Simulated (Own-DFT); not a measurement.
# Computed records: SiC (twinned 3C silicon carbide, atoms displaced)

All values are calculated (Own-DFT development build). A calculation, not a measurement: plane-wave PBE density functional theory by an unreviewed code, no spin, of a simulated periodic cell, stress positive in tension, free energy of the whole cell less one offset for each atom, forces on such cells passed a denser k mesh, this cell's mesh not checked; offsets are fitted by least squares, one for each functional and potential file, so energies compare only between cells with the same atoms and settings and are not formation energies; the far tail of each file's local potential was reset to the Coulomb form; each entry is a single point on an unrelaxed cell, so the pressure reflects the starting lattice, mostly measured values (interpolated for alloys), from which strain is counted, and rises with the displacements; printed positions are rounded, which can move forces by about a meV/angstrom; the program, named Own-DFT, is a retired in-house code; no spin-orbit coupling.

Common to all runs: functional PBE; potential files PseudoDojo norm-conserving, scalar-relativistic, standard set; wave cutoff 42 hartree; occupations Fermi-Dirac; smearing width 0.1 eV; hardware one NVIDIA H200; k mesh 4 x 4 x 2 centred on Gamma.

(1) SiC (twinned 3C silicon carbide, atoms displaced)

```
cell vectors (Å)
   6.5394    -6.5394     0.0000
   0.0000     6.5394    -6.5394
   8.7192     8.7192     8.7192
atoms (fractions of the cell vectors)
Si  0.00556  0.98445  0.43087
C   0.01252  0.01121  0.05294
Si  0.11513  0.22316  0.09352
C   0.09758  0.21144  0.23772
Si  0.23446  0.13680  0.28021
C   0.21386  0.11943  0.39931
Si  0.00600  0.33227  0.42101
C   0.01712  0.33458  0.06291
Si  0.10593  0.55293  0.09984
C   0.13878  0.56382  0.22097
Si  0.23847  0.45058  0.27048
C   0.22568  0.43087  0.38790
Si  0.99971  0.66793  0.43769
C   0.99175  0.65409  0.06445
Si  0.09127  0.88366  0.11652
C   0.11504  0.88100  0.23341
Si  0.22082  0.75324  0.25773
C   0.20020  0.76261  0.38307
Si  0.32816  0.98935  0.42596
C   0.33233  0.98899  0.06173
Si  0.44647  0.23544  0.10015
C   0.42161  0.19267  0.22200
Si  0.55748  0.10785  0.26858
C   0.55779  0.09383  0.40358
Si  0.33172  0.34198  0.43689
C   0.31499  0.32007  0.06949
Si  0.43919  0.56462  0.09535
C   0.42694  0.55700  0.22626
Si  0.58435  0.45165  0.27046
C   0.55660  0.45260  0.39220
Si  0.35310  0.66935  0.44275
C   0.33917  0.66832  0.05479
Si  0.44612  0.88959  0.10264
C   0.45018  0.89581  0.23229
Si  0.56621  0.77382  0.27225
C   0.55562  0.79379  0.39154
Si  0.67372  0.99859  0.43491
C   0.67042  0.00721  0.06208
Si  0.77397  0.22296  0.11448
C   0.75888  0.24446  0.23162
Si  0.87459  0.09913  0.27184
C   0.88220  0.11249  0.38851
Si  0.67383  0.34657  0.42777
C   0.65575  0.32752  0.06478
Si  0.79080  0.56252  0.11561
C   0.76874  0.55932  0.23995
Si  0.89979  0.46737  0.27072
C   0.90034  0.44186  0.38490
Si  0.67750  0.67970  0.42886
C   0.66807  0.67281  0.05855
Si  0.77748  0.87931  0.10717
C   0.79313  0.88344  0.23463
Si  0.88416  0.77911  0.26835
C   0.89086  0.77115  0.39876
Si  0.00970  0.01626  0.93208
C   0.98165  0.98507  0.55712
Si  0.90367  0.78219  0.60139
C   0.91149  0.79480  0.72507
Si  0.77555  0.89376  0.77096
C   0.76802  0.87290  0.89646
Si  0.98956  0.65995  0.93623
C   0.03276  0.67472  0.55499
Si  0.90114  0.47147  0.60376
C   0.91937  0.46559  0.72985
Si  0.80446  0.56664  0.76538
C   0.76691  0.54462  0.89731
Si  0.99052  0.32488  0.93583
C   0.01207  0.34252  0.56468
Si  0.87897  0.11784  0.58564
C   0.89455  0.11816  0.73561
Si  0.78003  0.21086  0.77182
C   0.78787  0.22868  0.89025
Si  0.66212  0.99786  0.95039
C   0.66755  0.00802  0.55970
Si  0.54351  0.78634  0.59950
C   0.55512  0.77494  0.72494
Si  0.41815  0.87514  0.77346
C   0.44602  0.88119  0.88788
Si  0.68378  0.67574  0.94115
C   0.65784  0.67540  0.56309
Si  0.54851  0.44424  0.60644
C   0.59206  0.45267  0.72908
Si  0.46002  0.55281  0.76538
C   0.43198  0.53878  0.90653
Si  0.65381  0.33613  0.92992
C   0.68351  0.33964  0.56161
Si  0.56827  0.10946  0.60683
C   0.57035  0.11158  0.74243
Si  0.43281  0.23380  0.78944
C   0.41901  0.21302  0.89044
Si  0.35090  0.99549  0.94375
C   0.35319  0.98955  0.56938
Si  0.23657  0.79667  0.60083
C   0.20872  0.78280  0.73662
Si  0.10803  0.88267  0.78370
C   0.12047  0.91071  0.89671
Si  0.32898  0.66917  0.93134
C   0.32279  0.66616  0.56751
Si  0.20473  0.41862  0.61733
C   0.20877  0.44037  0.71953
Si  0.09162  0.55192  0.77276
C   0.10684  0.55860  0.89554
Si  0.33394  0.34261  0.93616
C   0.32911  0.30366  0.57459
Si  0.21362  0.09825  0.60098
C   0.22632  0.13062  0.73502
Si  0.14187  0.24778  0.76423
C   0.10811  0.23718  0.88895
```

Results for SiC (twinned 3C silicon carbide, atoms displaced): free energy of cell above offsets 19.734 eV; pressure 11.79 GPa; stress xx -13.18 GPa; stress yy -9.76 GPa; stress zz -12.43 GPa; stress yz -1.47 GPa; stress xz 0.3 GPa; stress xy 0.05 GPa; wall time 576 s.

Force:
```csv
element,x (eV/Å),y (eV/Å),z (eV/Å)
Si,-0.305,4.26,-0.462
C,-0.412,1.563,3.724
Si,-0.366,3.58,5.094
C,-0.52,-0.791,-2.842
Si,-3.608,-1.689,1.392
C,2.623,-2.775,0.229
Si,2.095,1.927,1.85
C,-3.478,3.023,-0.545
Si,1.72,-2.306,-0.258
C,-5.339,-1.329,4.493
Si,-4.677,0.846,3.042
C,1.297,3.432,-1.894
Si,-0.16,-2.831,0.625
C,0.781,0.975,-1.534
Si,0.04,-3.872,-3.308
C,-0.789,1.618,0.271
Si,5.081,6.345,-4.202
C,3.309,-1.014,-0.525
Si,1.393,0.616,1.159
C,0.408,2.105,-0.361
Si,-1.307,-0.298,3.823
C,4.035,0.867,-2.159
Si,-1.201,3.369,1.71
C,-2.861,1.816,-4.868
Si,2.608,-1.195,2.982
C,3.83,-3.463,-5.926
Si,1.497,-1.121,3.068
C,4.972,-5.184,-3.483
Si,-9.907,6.179,6.675
C,0.291,-0.245,0.241
Si,-3.762,2.13,0.682
C,-1.231,2.736,-0.884
Si,0.532,0.481,0.875
C,-0.786,-3.461,0.745
Si,-2.978,1.171,-1.102
C,1.188,-2.903,2.327
Si,0.901,1.803,-0.136
C,3.131,2.228,3.511
Si,-1.465,-1.809,-2.545
C,2.874,-3.609,0.16
Si,0.881,-0.194,-3.009
C,1.839,-0.586,2.44
Si,1.445,-0.38,3.781
C,1.701,-0.919,-2.289
Si,-4.658,-0.436,0.111
C,5.099,-6.431,-6.855
Si,-0.473,-2.817,0.104
C,0.718,3.701,0.522
Si,-0.129,2.994,3.08
C,2.071,0.729,3.134
Si,0.236,0.186,-3.145
C,-5.122,3.225,-3.095
Si,5.992,-2.899,2.655
C,-1.756,-1.162,-1.761
Si,-1.598,-0.008,0.394
C,1.688,-0.405,-2.973
Si,-1.731,0.789,1.698
C,-1.463,1.397,1.754
Si,0.062,-0.921,-0.527
C,1.652,1.304,-3.725
Si,1.047,0.821,-0.725
C,-2.227,3.945,0.126
Si,0.086,-2.545,2.575
C,-12.83,1.301,2.674
Si,0.211,2.058,0.207
C,1.035,-0.341,-3.505
Si,2.076,1.04,-1.602
C,-4.251,-0.337,-0.841
Si,4.793,0.187,2.384
C,-0.418,-3.222,-0.93
Si,0.939,0.477,-1.935
C,-1.262,3.407,2.967
Si,-3.14,-5.03,-4.237
C,-1.508,-1.984,1.106
Si,2.273,-1.02,1.685
C,-0.422,1.402,0.335
Si,2.353,-3.301,-3.552
C,2.901,2.93,1.509
Si,-3.442,-0.869,1.788
C,-0.03,-2.345,0.293
Si,1.477,-2.049,-0.51
C,-3.176,2.61,1.316
Si,0.103,1.257,-0.124
C,1.448,-0.215,-8.037
Si,1.217,-1.246,3.226
C,-1.183,1.24,-1.004
Si,1.071,3.493,-1.296
C,-5.041,0.749,-0.44
Si,-5.589,-10.75,-8.217
C,8.945,5.516,7.111
Si,-3.657,1.064,-1.038
C,-1.76,2.613,-6.562
Si,-0.205,-0.174,6.484
C,-0.737,-3.306,0.045
Si,-1.135,0.141,-4.737
C,1.245,-0.355,3.972
Si,0.494,-0.72,1.591
C,0.358,-2.808,0.348
Si,-3.511,-7.167,-7.683
C,8.557,6.981,1.963
Si,11.71,-3.172,-2.524
C,-0.189,-0.119,0.752
Si,-2.225,0.235,6.384
C,-0.795,1.695,-6.498
Si,0.936,-0.3,3.78
C,-0.319,-5.196,1.755
Si,-3.785,4.379,4.643
C,1.65,-1.314,1.044
```

(2) SiC (twinned 3C silicon carbide, atoms displaced)

```
cell vectors (Å)
   6.5394    -6.5394     0.0000
   0.0000     6.5394    -6.5394
   8.7192     8.7192     8.7192
atoms (fractions of the cell vectors)
Si  0.98742  0.98494  0.43897
C   0.00065  0.99652  0.07355
Si  0.09688  0.20946  0.10508
C   0.09547  0.22103  0.24177
Si  0.22918  0.11831  0.27670
C   0.23351  0.12015  0.39998
Si  0.01013  0.36134  0.44380
C   0.99386  0.32413  0.06991
Si  0.10861  0.53258  0.10524
C   0.12020  0.56125  0.22575
Si  0.20943  0.44188  0.28381
C   0.22511  0.45276  0.39330
Si  0.01342  0.67583  0.43596
C   0.01513  0.69001  0.06285
Si  0.10455  0.87537  0.10734
C   0.12035  0.90266  0.23451
Si  0.23759  0.77162  0.27317
C   0.22461  0.76962  0.40797
Si  0.35019  0.00373  0.43271
C   0.33245  0.99962  0.06444
Si  0.45794  0.22826  0.11258
C   0.45031  0.20809  0.23614
Si  0.56179  0.13390  0.27336
C   0.55431  0.12489  0.38994
Si  0.33767  0.33611  0.44324
C   0.32971  0.32868  0.05599
Si  0.42951  0.52644  0.09354
C   0.44901  0.55316  0.22182
Si  0.53474  0.42871  0.27371
C   0.54851  0.44511  0.38972
Si  0.31565  0.67448  0.43302
C   0.31532  0.64800  0.05879
Si  0.43617  0.88667  0.11175
C   0.43015  0.88368  0.22260
Si  0.56131  0.76888  0.28070
C   0.54593  0.76150  0.39145
Si  0.66573  0.01002  0.44463
C   0.67772  0.97668  0.05878
Si  0.78004  0.22721  0.09620
C   0.77687  0.21592  0.23886
Si  0.88436  0.09823  0.27027
C   0.88725  0.11414  0.39220
Si  0.67929  0.35482  0.43527
C   0.66064  0.33404  0.06485
Si  0.77470  0.55087  0.10235
C   0.76552  0.55663  0.23430
Si  0.88632  0.43218  0.28165
C   0.87163  0.43144  0.39086
Si  0.66119  0.66161  0.42992
C   0.65927  0.67499  0.06446
Si  0.76493  0.88957  0.10616
C   0.77066  0.86925  0.23254
Si  0.92816  0.80782  0.26410
C   0.89220  0.76621  0.39823
Si  0.02400  0.02090  0.93006
C   0.00290  0.98516  0.57222
Si  0.86242  0.76402  0.59282
C   0.89489  0.76829  0.71664
Si  0.78727  0.90661  0.77539
C   0.76171  0.87843  0.88729
Si  0.02278  0.68837  0.93566
C   0.98937  0.65845  0.56620
Si  0.87615  0.43072  0.60280
C   0.89371  0.44320  0.73021
Si  0.77490  0.53231  0.77467
C   0.78061  0.54861  0.90362
Si  0.97463  0.32936  0.92935
C   0.01333  0.34082  0.56123
Si  0.87269  0.07432  0.58999
C   0.88074  0.10327  0.72397
Si  0.79987  0.23646  0.77225
C   0.77038  0.20353  0.89852
Si  0.66800  0.97811  0.93264
C   0.64850  0.00004  0.57161
Si  0.57430  0.79593  0.60317
C   0.55490  0.78391  0.73660
Si  0.44565  0.89560  0.77021
C   0.44914  0.88777  0.90529
Si  0.67950  0.66807  0.94456
C   0.67714  0.69211  0.55301
Si  0.54875  0.41913  0.60303
C   0.54468  0.45111  0.73590
Si  0.42198  0.55546  0.78059
C   0.44416  0.56128  0.89080
Si  0.66849  0.34433  0.93452
C   0.66682  0.32760  0.54321
Si  0.55505  0.12070  0.59239
C   0.55007  0.11342  0.72996
Si  0.43454  0.22066  0.78243
C   0.46280  0.24411  0.89503
Si  0.32934  0.98742  0.93164
C   0.34343  0.00033  0.56076
Si  0.21758  0.76337  0.59405
C   0.23182  0.78477  0.72692
Si  0.11439  0.90609  0.77078
C   0.10228  0.88435  0.89690
Si  0.33346  0.68965  0.93187
C   0.34742  0.66276  0.56004
Si  0.20244  0.43531  0.59324
C   0.24029  0.45074  0.71892
Si  0.11214  0.53971  0.77346
C   0.09168  0.53543  0.88975
Si  0.33739  0.32133  0.93370
C   0.32796  0.32265  0.57312
Si  0.19986  0.09652  0.61135
C   0.21888  0.11284  0.73387
Si  0.11059  0.25250  0.76327
C   0.12717  0.23887  0.89774
```

Results for SiC (twinned 3C silicon carbide, atoms displaced): free energy of cell above offsets 22.243 eV; pressure 11.79 GPa; stress xx -13.4 GPa; stress yy -9.83 GPa; stress zz -12.14 GPa; stress yz -0.08 GPa; stress xz -0.19 GPa; stress xy 1.06 GPa; wall time 656.1 s.

Force:
```csv
element,x (eV/Å),y (eV/Å),z (eV/Å)
Si,1.562,-0.292,-2.038
C,-2.221,-1.375,-0.453
Si,2.679,0.255,-0.319
C,1.452,-3.869,-2.084
Si,-0.985,0.681,-0.165
C,-1.492,-0.246,1.599
Si,-3.092,-3.512,1.193
C,-2,-1.666,-1.635
Si,0.579,2.43,-3.189
C,0.041,1.966,3.018
Si,-3.216,-5.485,-4.461
C,2.964,3.745,3.428
Si,-2.173,1.936,3.279
C,-4.679,-4.715,5.747
Si,4.54,3.527,-4.641
C,3.835,-5.031,-2.218
Si,-2.551,2.336,-0.293
C,-5.635,4.197,-8.975
Si,-0.83,3.815,0.937
C,0.081,-0.141,-0.722
Si,-4.051,0.06,1.01
C,-5.394,5.127,-5.4
Si,2.47,-6.814,4.781
C,2.999,-0.324,1.935
Si,-0.577,0.506,0.417
C,-0.744,-1.629,4.309
Si,3.364,4.871,-3.8
C,-1.02,1.545,2.328
Si,0.445,-1.587,-4.124
C,2.397,1.467,2.186
Si,9.119,-8.86,7.125
C,1.491,-0.464,-1.555
Si,-2.945,-4.885,-1.957
C,6.65,1.363,1.565
Si,-4.884,-3.109,-3.513
C,2.266,4.832,0.47
Si,-1.977,-2.467,-1.108
C,-6.016,7.93,-6.892
Si,-0.176,0.969,4.007
C,-1.584,-1.568,-1.785
Si,-1.691,1.552,1.07
C,2.093,1.86,2.489
Si,-6.614,-1.269,-0.85
C,0.455,-2.498,-1.07
Si,2.108,2.48,-1.042
C,1.379,-2.686,-0.195
Si,-4.229,-3.072,-6.228
C,7.445,1.41,-0.271
Si,1.069,0.27,-0.241
C,-0.179,-2.659,1.904
Si,6.472,-4.874,5.652
C,1.218,0.69,-2.766
Si,-6.555,4.511,8.081
C,-0.978,0.581,-2.405
Si,-1.351,3.087,3.209
C,-5.288,-0.33,-1.592
Si,8.959,-2.042,1.776
C,0.969,3.063,1.474
Si,-4.051,-4.636,1.669
C,5.231,-2.124,1.94
Si,-2.518,-0.134,6.336
C,-1.106,-2.002,-0.663
Si,1.729,-0.067,-1.336
C,-0.713,-1.498,-0.517
Si,-0.929,3.448,-3.628
C,1.227,-0.253,-4.112
Si,5.969,-1.44,2.569
C,-8.117,2.723,3.643
Si,3.506,4.098,-1.66
C,1.606,0.498,-3.472
Si,-4.459,-0.077,3.224
C,-2.257,1.053,-1.168
Si,1.401,4.52,-0.221
C,0.762,-3.734,-3.528
Si,-2.409,1.623,5.969
C,-0.394,-1.634,-1.071
Si,-0.136,-0.906,-0.212
C,-1.633,0.206,-5.77
Si,-3.079,0.22,-1.203
C,-6.185,0.133,2.678
Si,1.317,3.551,-0.994
C,0.375,-3.108,0.626
Si,2.059,-5.015,-5
C,3.154,2.723,3.581
Si,1.748,-1.184,4.302
C,4.71,4.819,3.855
Si,1.449,3.281,3.131
C,1.249,0.431,-1.964
Si,-2.08,-3.916,-4.22
C,-1.226,-0.616,4.412
Si,3.026,3.11,-0.524
C,-3.151,0.927,0.645
Si,3.199,1.993,0.236
C,-1.013,0.794,1.437
Si,-2.789,-3.261,3.018
C,1.088,-1,-4.819
Si,-0.794,-2.874,9.065
C,-2.144,1.01,-0.353
Si,10.98,-2.151,-1.999
C,-3.465,2.956,-0.083
Si,-0.816,0.095,-5.085
C,2.935,2.382,-2.554
Si,1.19,4.062,-2.755
C,-2.312,-0.804,-1.461
Si,5.161,-2.894,-1.753
C,0.179,1.646,-1.664
Si,0.262,-2.857,5.08
C,-3.7,0.293,-0.63
```
